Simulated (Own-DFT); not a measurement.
# Reading a pressure off an energy slope: monoclinic HfO2, 94 atoms (Hf32O62), with two O vacancies

All values are computed. Each geometry was run twice at fixed positions with Own-DFT, a retired in-house plane-wave program that no person has reviewed: with PBE, and with HSE06 (exact exchange share 0.25 at short range, screening 0.11 per bohr, Gygi-Baldereschi treatment of its divergence). Both used PseudoDojo norm-conserving files made for PBE, a cutoff of 48 hartree, the Gamma point alone, fixed occupations, a neutral cell and no spin. One k point on a cell 10.1 Å thick isn't converged, and results move with the size of the cell. The hafnium file keeps the 4f electrons in the core, and its forces lie about 75 meV/Å off all-electron values. The oxygen file's force components were 24 meV/Å off all-electron values in a glass.

Unstrained cell vectors in Å: (10.234, 0.000, 0.000); (0.000, 10.350, 0.000); (-1.696, 0.000, 10.445), volume V0 = 1106.4 Å³, from measured lattice constants. Each geometry has its own random strain of a few per cent, its own defect sites and random moves of rms u per axis. HSE06 gave the energy alone. D is its energy less that of PBE, over the lowest D shown. The PBE stress wasn't checked against mesh or cutoff.

| run | V - V0 (Å³) | u (Å) | P with PBE (GPa) | D (eV) |
|---|---|---|---|---|
| 1 | -7.1 | 0.0470 | 6.46 | 0.849 |
| 2 | -7.4 | 0.0471 | 7.32 | 0.737 |
| 3 | 0.8 | 0.0514 | 5.44 | 1.171 |
| 4 | -31.2 | 0.0299 | 11.59 | 0.119 |
| 5 | 6.8 | 0.0501 | 3.19 | 1.224 |
| 6 | -6.2 | 0.0490 | 5.93 | 0.954 |
| 7 | -17.0 | 0.0487 | 9.97 | 0.624 |
| 8 | -43.9 | 0.0490 | 17.08 | 0.000 |
| 9 | -5.9 | 0.0309 | 5.35 | 0.751 |
| 10 | -11.2 | 0.0474 | 7.48 | 0.905 |
| 11 | -6.1 | 0.0459 | 5.17 | 0.866 |
| 12 | -15.9 | 0.0295 | 7.62 | 0.508 |
| 13 | -6.0 | 0.0509 | 5.97 | ? |

## Analysis

D = 0.77 + 0.0243 (V - V0) + 126 u² eV, with an error of 0.0015 on the volume slope, 31 on the last term and a scatter of 0.07 eV. Pressure is -dE/dV, and 1 eV/Å³ is 160.2 GPa, so HSE06 changes the pressure by -3.9 ± 0.2 GPa. With the ions held to the strained lattice, the PBE pressure falls by 304 ± 14 GPa per unit of volume strain; the shape of the strain isn't fitted, so the true error is larger, and a relaxed crystal would be softer. On that slope HSE06's volume at a given pressure is about 1.3 % smaller, or 0.4 % in lengths. At u = 0 and V0 the PBE pressure is 2.3 GPa, which puts the zero-pressure volume, against the measured cell and with the defects in, at +0.7 % for PBE and -0.5 % for HSE06, each good to a few tenths of a per cent.

## Check

Question: what D should run 13 give?

The fit gives 0.95 eV, with rows scattering by 0.07. The run itself gave 0.900 eV.
